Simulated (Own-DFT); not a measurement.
GaP (zincblende, atoms displaced) (calculated)

A calculation, not a measurement: plane-wave PBE density functional theory by an unreviewed code, no spin, of a simulated periodic cell, stress positive in tension, free energy of the whole cell less one offset for each atom, forces on such cells passed a denser k mesh, this cell's mesh not checked; offsets are fitted by least squares, one for each functional and potential file, so energies compare only between cells with the same atoms and settings and are not formation energies; the far tail of each file's local potential was reset to the Coulomb form; each entry is a single point on an unrelaxed cell, so the pressure reflects the starting lattice, mostly measured values (interpolated for alloys), from which strain is counted, and rises with the displacements; printed positions are rounded, which can move forces by about a meV/angstrom; the program, named Own-DFT, is a retired in-house code; no spin-orbit coupling. Program: Own-DFT development build.

Settings shared by all entries: functional PBE; potential files PseudoDojo norm-conserving, scalar-relativistic, standard set; wave cutoff 42 hartree; occupations Fermi-Dirac; smearing width 0.1 eV; k mesh 2 x 3 x 3 centred on Gamma.

```json
{"entry": 1, "formula": "GaP", "kind": "zincblende, atoms displaced", "structure": {"cell_angstrom": [[16.3515, 0.0, 0.0], [0.0, 10.901, 0.0], [0.0, 0.0, 10.901]], "atoms_fractional": [["Ga", 0.00377, 0.00684, 0.99623], ["Ga", 0.99977, 0.25448, 0.22973], ["Ga", 0.17736, 0.00145, 0.24878], ["Ga", 0.16257, 0.25511, 0.98979], ["P", 0.08633, 0.1045, 0.14464], ["P", 0.07504, 0.36512, 0.37837], ["P", 0.24845, 0.12645, 0.3705], ["P", 0.238, 0.37603, 0.13616], ["Ga", 0.00569, 0.99428, 0.49515], ["Ga", 0.00148, 0.24602, 0.74488], ["Ga", 0.17105, 0.99754, 0.75595], ["Ga", 0.16545, 0.22997, 0.50192], ["P", 0.07344, 0.12489, 0.6329], ["P", 0.08096, 0.38139, 0.8699], ["P", 0.25483, 0.12077, 0.86547], ["P", 0.24784, 0.35165, 0.62539], ["Ga", 0.00585, 0.51422, 0.0003], ["Ga", 0.01393, 0.75697, 0.23169], ["Ga", 0.16991, 0.49801, 0.24949], ["Ga", 0.16955, 0.75694, 0.00908], ["P", 0.07919, 0.6278, 0.11826], ["P", 0.08181, 0.88274, 0.38034], ["P", 0.24338, 0.62224, 0.37929], ["P", 0.24151, 0.88638, 0.12613], ["Ga", 0.0061, 0.51122, 0.50583], ["Ga", 0.00067, 0.74683, 0.74767], ["Ga", 0.1723, 0.49988, 0.75479], ["Ga", 0.17006, 0.73718, 0.48848], ["P", 0.0843, 0.61711, 0.63825], ["P", 0.08034, 0.86825, 0.87432], ["P", 0.24087, 0.61934, 0.88251], ["P", 0.24617, 0.88293, 0.62344], ["Ga", 0.3356, 0.99348, 0.00193], ["Ga", 0.3313, 0.26046, 0.24734], ["Ga", 0.51216, 0.00662, 0.24034], ["Ga", 0.49405, 0.24571, 0.98996], ["P", 0.41906, 0.10668, 0.11334], ["P", 0.4212, 0.36509, 0.36189], ["P", 0.58695, 0.1304, 0.38025], ["P", 0.5767, 0.38544, 0.12727], ["Ga", 0.3269, 0.01275, 0.50317], ["Ga", 0.32872, 0.24899, 0.74026], ["Ga", 0.49937, 0.00127, 0.7532], ["Ga", 0.50228, 0.24719, 0.50989], ["P", 0.41741, 0.11598, 0.62892], ["P", 0.41315, 0.37287, 0.85979], ["P", 0.58291, 0.13261, 0.85703], ["P", 0.58359, 0.3742, 0.63154], ["Ga", 0.33841, 0.49657, 0.01345], ["Ga", 0.3333, 0.7508, 0.2746], ["Ga", 0.50433, 0.50221, 0.26046], ["Ga", 0.49413, 0.75172, 0.99925], ["P", 0.42044, 0.61819, 0.12094], ["P", 0.41553, 0.88132, 0.37905], ["P", 0.58425, 0.62794, 0.39475], ["P", 0.57022, 0.87331, 0.13162], ["Ga", 0.33295, 0.48745, 0.51564], ["Ga", 0.32951, 0.73094, 0.73581], ["Ga", 0.50312, 0.494, 0.75355], ["Ga", 0.4959, 0.74432, 0.50099], ["P", 0.41604, 0.62265, 0.63471], ["P", 0.40394, 0.87321, 0.85899], ["P", 0.58663, 0.63837, 0.85911], ["P", 0.59545, 0.85986, 0.62933], ["Ga", 0.65974, 0.97979, 0.00251], ["Ga", 0.66911, 0.24565, 0.24785], ["Ga", 0.83061, 0.00251, 0.25499], ["Ga", 0.82998, 0.22941, 0.993], ["P", 0.74848, 0.1298, 0.11514], ["P", 0.7438, 0.37579, 0.36176], ["P", 0.91165, 0.12413, 0.37998], ["P", 0.92192, 0.38143, 0.11368], ["Ga", 0.66065, 0.02862, 0.51202], ["Ga", 0.6591, 0.2561, 0.75399], ["Ga", 0.84146, 0.01525, 0.73801], ["Ga", 0.8392, 0.25527, 0.49639], ["P", 0.7489, 0.13163, 0.63698], ["P", 0.74703, 0.37656, 0.86672], ["P", 0.91722, 0.1223, 0.87688], ["P", 0.92219, 0.36739, 0.61796], ["Ga", 0.67339, 0.49121, 0.01076], ["Ga", 0.66185, 0.75476, 0.247], ["Ga", 0.82294, 0.50482, 0.23767], ["Ga", 0.83433, 0.75198, 0.9896], ["P", 0.74694, 0.63668, 0.12405], ["P", 0.75614, 0.87242, 0.36071], ["P", 0.91585, 0.62622, 0.38337], ["P", 0.91687, 0.88108, 0.10477], ["Ga", 0.66521, 0.51414, 0.49663], ["Ga", 0.66525, 0.74294, 0.7446], ["Ga", 0.83397, 0.49323, 0.74369], ["Ga", 0.83766, 0.75264, 0.48951], ["P", 0.74519, 0.62244, 0.62098], ["P", 0.74118, 0.89056, 0.87137], ["P", 0.91677, 0.63654, 0.86391], ["P", 0.9106, 0.88688, 0.62566]]}, "results": {"free_energy_of_cell_above_offsets [eV]": "-39.889", "pressure [GPa]": 4.65, "stress_xx [GPa]": -4.64, "stress_yy [GPa]": -4.75, "stress_zz [GPa]": -4.57, "stress_yz [GPa]": -1.6, "stress_xz [GPa]": 0.27, "stress_xy [GPa]": 0.62, "force_element": ["Ga", "Ga", "Ga", "Ga", "P", "P", "P", "P", "Ga", "Ga", "Ga", "Ga", "P", "P", "P", "P", "Ga", "Ga", "Ga", "Ga", "P", "P", "P", "P", "Ga", "Ga", "Ga", "Ga", "P", "P", "P", "P", "Ga", "Ga", "Ga", "Ga", "P", "P", "P", "P", "Ga", "Ga", "Ga", "Ga", "P", "P", "P", "P", "Ga", "Ga", "Ga", "Ga", "P", "P", "P", "P", "Ga", "Ga", "Ga", "Ga", "P", "P", "P", "P", "Ga", "Ga", "Ga", "Ga", "P", "P", "P", "P", "Ga", "Ga", "Ga", "Ga", "P", "P", "P", "P", "Ga", "Ga", "Ga", "Ga", "P", "P", "P", "P", "Ga", "Ga", "Ga", "Ga", "P", "P", "P", "P"], "force_x [eV/angstrom]": [0.398, -0.14, -1.556, 0.174, -1.169, 1.324, 1.074, 2.262, -2.28, -1.324, -1.728, -1.485, 2.514, -0.181, -0.33, -1.331, -1.839, -2.763, -2.773, -1.165, 3.117, 2.143, 2.439, 2.939, -0.887, -0.189, -0.522, -2.351, 0.99, 0.918, 2.273, 0.338, -1.138, -0.082, -2.155, 0.457, 0.113, -0.117, -1.089, 0.698, 0.659, 1.83, 0.468, -0.674, -0.195, -0.462, -0.947, -0.062, -1.421, -0.143, -0.14, -0.217, -0.134, 0.738, -1.269, 2.017, 0.238, -1.99, 0.066, -0.114, 1.062, 1.126, -1.7, -2.974, -0.483, -0.836, 0.914, 0.58, -1.247, 0.877, 1.405, -1.654, 1.357, 1.888, -1.534, -1.767, 0.239, 0.67, 0.983, -0.212, -0.726, 0.117, 1.635, -0.929, 0.045, -1.928, 1.117, 0.03, 1.018, 2.805, 0.295, -1.048, 2.075, 1.966, -0.656, 1.664], "force_y [eV/angstrom]": [-0.727, -0.809, -0.109, -1.201, 2.443, 0.712, 0.559, -1.212, 1.489, 1.353, -0.211, 0.926, -1.918, -0.339, 0.743, 2.428, -1.144, 1.422, 0.87, -0.454, -0.343, -1.972, -1.968, -2.083, -1.173, 1.37, -1.339, 2.576, 0.991, 0.809, 0.764, -1.708, -0.5, -1.443, 1.353, 0.404, 2.264, 0.783, 0.42, -1.791, -1.003, -1.279, -1.527, 0.134, 1.04, 0.1, -1.677, 0.865, -0.858, -0.165, 0.752, -0.03, 1.108, 0.608, 0.895, -1.811, -0.006, 1.851, 0.94, 1.384, -1.602, -0.578, -2.29, 3.022, 2.061, 0.528, 0.434, 2.787, -2.0, 0.606, -0.116, -0.012, -3.001, 0.37, -0.335, -0.006, 1.407, -0.52, 0.517, 1.376, 0.876, -0.063, -0.381, 0.889, -0.103, 0.065, -0.581, -0.186, -2.909, 0.632, 0.428, 0.477, 0.484, -1.843, -1.986, -2.0], "force_z [eV/angstrom]": [0.153, 1.544, 2.278, 0.668, -2.502, -0.116, 0.16, -2.497, 1.337, 1.602, -0.159, -0.221, -1.097, 0.084, 1.769, -1.004, -1.823, 1.76, 1.464, -1.05, 0.906, -1.807, -0.907, -0.519, -0.777, -0.723, -0.657, 2.641, -1.049, 0.145, 0.537, -0.77, -1.132, -0.653, 2.534, -0.016, 1.356, 2.101, -1.318, -0.638, -0.171, 1.124, -0.428, -0.394, -0.73, 1.575, 2.976, -1.765, -1.375, -1.913, -0.052, -1.647, 1.91, 0.247, -3.087, -1.621, -1.139, 1.662, 0.251, 0.898, -1.685, 0.943, 3.156, -2.159, 0.289, -0.864, -1.695, -0.56, 1.352, 1.551, -1.189, -0.403, 0.504, -0.666, 1.557, -0.029, -1.021, 1.137, -0.74, 0.672, -0.966, 0.85, 0.922, -0.121, -0.853, 1.455, -1.95, 1.765, 0.84, 0.614, -0.391, 1.198, 0.243, -1.23, 0.721, -1.174]}}
{"entry": 2, "formula": "GaP", "kind": "zincblende, atoms displaced", "structure": {"cell_angstrom": [[16.3515, 0.0, 0.0], [0.0, 10.901, 0.0], [0.0, 0.0, 10.901]], "atoms_fractional": [["Ga", 0.00979, 0.99601, 0.99264], ["Ga", 0.0012, 0.25493, 0.24475], ["Ga", 0.16545, 0.99516, 0.23958], ["Ga", 0.16406, 0.24574, 0.99698], ["P", 0.08742, 0.1328, 0.12065], ["P", 0.08331, 0.3899, 0.37769], ["P", 0.24578, 0.13244, 0.38347], ["P", 0.25122, 0.38069, 0.1078], ["Ga", 0.01057, 0.99788, 0.51125], ["Ga", 0.00657, 0.23232, 0.7429], ["Ga", 0.17638, 0.00047, 0.73819], ["Ga", 0.17512, 0.24073, 0.49637], ["P", 0.07812, 0.14442, 0.62746], ["P", 0.07317, 0.37273, 0.8687], ["P", 0.23321, 0.12628, 0.87768], ["P", 0.24736, 0.37418, 0.62936], ["Ga", 0.00058, 0.50344, 0.00837], ["Ga", 0.00423, 0.73388, 0.24708], ["Ga", 0.16512, 0.50051, 0.23882], ["Ga", 0.16929, 0.74564, 0.01881], ["P", 0.08106, 0.61101, 0.13365], ["P", 0.07536, 0.86952, 0.36874], ["P", 0.25016, 0.61877, 0.37337], ["P", 0.25605, 0.89347, 0.12703], ["Ga", 0.00612, 0.50416, 0.50359], ["Ga", 0.01096, 0.73817, 0.72459], ["Ga", 0.17519, 0.50363, 0.74591], ["Ga", 0.1674, 0.74778, 0.5076], ["P", 0.089, 0.61114, 0.62919], ["P", 0.07939, 0.88549, 0.88192], ["P", 0.25203, 0.62588, 0.88605], ["P", 0.24439, 0.87084, 0.631], ["Ga", 0.33715, 0.01334, 0.99896], ["Ga", 0.33672, 0.24689, 0.24703], ["Ga", 0.49603, 0.98865, 0.24401], ["Ga", 0.50054, 0.24497, 0.00756], ["P", 0.42673, 0.12854, 0.13293], ["P", 0.41481, 0.38737, 0.37173], ["P", 0.58486, 0.1338, 0.38166], ["P", 0.58084, 0.36914, 0.11746], ["Ga", 0.32194, 0.99187, 0.50888], ["Ga", 0.33336, 0.23309, 0.73785], ["Ga", 0.49804, 0.98797, 0.75089], ["Ga", 0.50395, 0.22776, 0.51282], ["P", 0.41141, 0.11857, 0.6221], ["P", 0.41298, 0.37477, 0.88261], ["P", 0.57877, 0.12482, 0.89296], ["P", 0.59493, 0.36018, 0.6269], ["Ga", 0.32095, 0.49319, 0.00325], ["Ga", 0.33099, 0.75493, 0.25761], ["Ga", 0.49945, 0.49768, 0.24863], ["Ga", 0.49548, 0.73565, 0.01063], ["P", 0.41472, 0.59858, 0.11229], ["P", 0.4194, 0.87125, 0.36913], ["P", 0.58719, 0.62213, 0.37982], ["P", 0.57288, 0.87727, 0.11117], ["Ga", 0.33026, 0.50242, 0.52244], ["Ga", 0.3347, 0.7409, 0.74023], ["Ga", 0.50422, 0.50303, 0.75826], ["Ga", 0.50165, 0.75377, 0.49569], ["P", 0.41646, 0.60773, 0.60429], ["P", 0.41391, 0.87154, 0.88201], ["P", 0.58387, 0.62005, 0.86145], ["P", 0.59462, 0.86258, 0.6207], ["Ga", 0.66779, 0.98549, 0.00348], ["Ga", 0.67265, 0.2591, 0.2588], ["Ga", 0.83474, 0.99675, 0.24], ["Ga", 0.82615, 0.20961, 0.99285], ["P", 0.74785, 0.12472, 0.12053], ["P", 0.74435, 0.36643, 0.39703], ["P", 0.91039, 0.12331, 0.37766], ["P", 0.91449, 0.36087, 0.13012], ["Ga", 0.66602, 0.99055, 0.49462], ["Ga", 0.67582, 0.24882, 0.74894], ["Ga", 0.8355, 0.99682, 0.75816], ["Ga", 0.84033, 0.24067, 0.49225], ["P", 0.74216, 0.12499, 0.61514], ["P", 0.7486, 0.38242, 0.86804], ["P", 0.92245, 0.11964, 0.8824], ["P", 0.91537, 0.35584, 0.62121], ["Ga", 0.67408, 0.48933, 0.02537], ["Ga", 0.66383, 0.74444, 0.23467], ["Ga", 0.83087, 0.50914, 0.24126], ["Ga", 0.83233, 0.74938, 0.99834], ["P", 0.74692, 0.62394, 0.1187], ["P", 0.74009, 0.86276, 0.36229], ["P", 0.91622, 0.61659, 0.38231], ["P", 0.90959, 0.86676, 0.13073], ["Ga", 0.67878, 0.50414, 0.50203], ["Ga", 0.66721, 0.76114, 0.74945], ["Ga", 0.83761, 0.4815, 0.74783], ["Ga", 0.83435, 0.7464, 0.49778], ["P", 0.73581, 0.6266, 0.63478], ["P", 0.74478, 0.88453, 0.87555], ["P", 0.92003, 0.62531, 0.87875], ["P", 0.91858, 0.88244, 0.62256]]}, "results": {"free_energy_of_cell_above_offsets [eV]": "-36.312", "pressure [GPa]": 5.07, "stress_xx [GPa]": -5.16, "stress_yy [GPa]": -4.99, "stress_zz [GPa]": -5.06, "stress_yz [GPa]": -2.08, "stress_xz [GPa]": 1.5, "stress_xy [GPa]": 0.46, "force_element": ["Ga", "Ga", "Ga", "Ga", "P", "P", "P", "P", "Ga", "Ga", "Ga", "Ga", "P", "P", "P", "P", "Ga", "Ga", "Ga", "Ga", "P", "P", "P", "P", "Ga", "Ga", "Ga", "Ga", "P", "P", "P", "P", "Ga", "Ga", "Ga", "Ga", "P", "P", "P", "P", "Ga", "Ga", "Ga", "Ga", "P", "P", "P", "P", "Ga", "Ga", "Ga", "Ga", "P", "P", "P", "P", "Ga", "Ga", "Ga", "Ga", "P", "P", "P", "P", "Ga", "Ga", "Ga", "Ga", "P", "P", "P", "P", "Ga", "Ga", "Ga", "Ga", "P", "P", "P", "P", "Ga", "Ga", "Ga", "Ga", "P", "P", "P", "P", "Ga", "Ga", "Ga", "Ga", "P", "P", "P", "P"], "force_x [eV/angstrom]": [-2.631, 0.287, -0.803, -0.839, -1.053, 1.001, 2.057, -2.818, -1.237, -4.381, -3.001, -3.01, 4.96, 1.425, 3.516, 0.632, -1.315, -2.031, 1.522, -0.496, 0.545, 1.588, -0.231, 0.251, -1.576, -2.197, -0.695, -0.672, 0.896, 3.208, -0.706, 1.146, -0.121, -0.228, 1.29, -0.681, -2.01, -0.373, 0.186, 0.81, 1.228, -0.923, 0.755, -0.394, 0.741, 0.088, 1.351, -2.09, 3.154, 0.148, 0.793, 0.086, -0.279, -0.909, -0.327, 1.123, -2.389, 0.684, -1.175, 0.316, 3.202, -0.184, 1.353, -3.041, -1.303, -1.17, -1.115, 1.138, -1.686, 2.282, 2.603, -1.209, 0.019, -1.108, -0.196, -2.132, 2.097, 0.356, 0.189, 1.238, -1.344, -1.47, 0.432, -0.123, 1.219, 1.762, 0.132, 2.187, -2.543, 0.022, 0.168, -1.017, 3.748, 1.482, -0.096, -0.087], "force_y [eV/angstrom]": [1.644, -0.485, 0.94, 2.577, -1.112, -2.089, -2.948, -3.611, 0.632, 3.645, 1.101, 3.372, -4.321, 0.546, -0.784, -1.137, -1.59, 0.903, -1.3, 1.028, 1.707, 0.377, 0.492, -1.906, -1.076, 2.108, -0.794, -0.457, 0.437, -3.667, 0.729, -1.405, 0.356, 1.133, 1.194, 1.082, -0.513, -1.711, -2.251, 0.373, 0.517, 1.865, 0.447, 2.579, -1.823, -0.697, -1.039, 1.514, 1.46, -1.125, 0.146, -0.355, 1.997, 0.461, -0.194, -1.273, -2.526, -0.112, -2.299, -0.803, 3.572, -0.517, 1.782, 1.78, 2.008, -0.449, 0.398, 3.91, -1.584, 0.613, -1.752, 1.281, 0.603, -0.653, 0.906, 0.703, -1.083, -1.539, -0.555, 1.188, -0.798, 0.242, -1.789, 0.113, 1.213, 0.951, 0.4, -0.32, -0.26, -1.284, 1.665, 0.347, 0.031, -1.661, -0.067, -1.357], "force_z [eV/angstrom]": [3.014, 1.633, 1.517, -0.133, 1.074, -0.682, -2.931, 3.553, -1.126, 4.085, 1.697, 1.76, -3.934, 0.367, -1.201, -0.307, -0.968, 0.825, 1.612, -0.807, -1.504, 0.611, 0.536, -0.164, 0.167, 2.799, 2.314, -1.763, -1.218, -3.164, -1.399, -0.691, -0.49, 0.557, 1.103, -1.213, -0.207, 1.299, -1.772, 2.037, -1.395, 2.376, 0.291, -0.236, -0.127, -0.942, -2.264, -0.34, -2.754, -1.068, 0.24, -1.811, 1.612, 1.389, -1.096, 1.062, -3.809, 0.909, -1.683, 0.079, 3.404, -0.693, 2.765, -0.532, 0.425, -0.904, 1.449, -1.183, 2.281, -2.043, -1.754, -1.483, -0.607, 1.225, -0.938, 1.265, 0.61, 1.894, -1.285, 0.308, -3.026, 0.572, 1.264, -0.804, 0.515, 0.412, -0.612, -0.9, 0.187, 1.839, -0.081, 0.369, 0.067, -0.379, -1.167, 0.22]}}
```
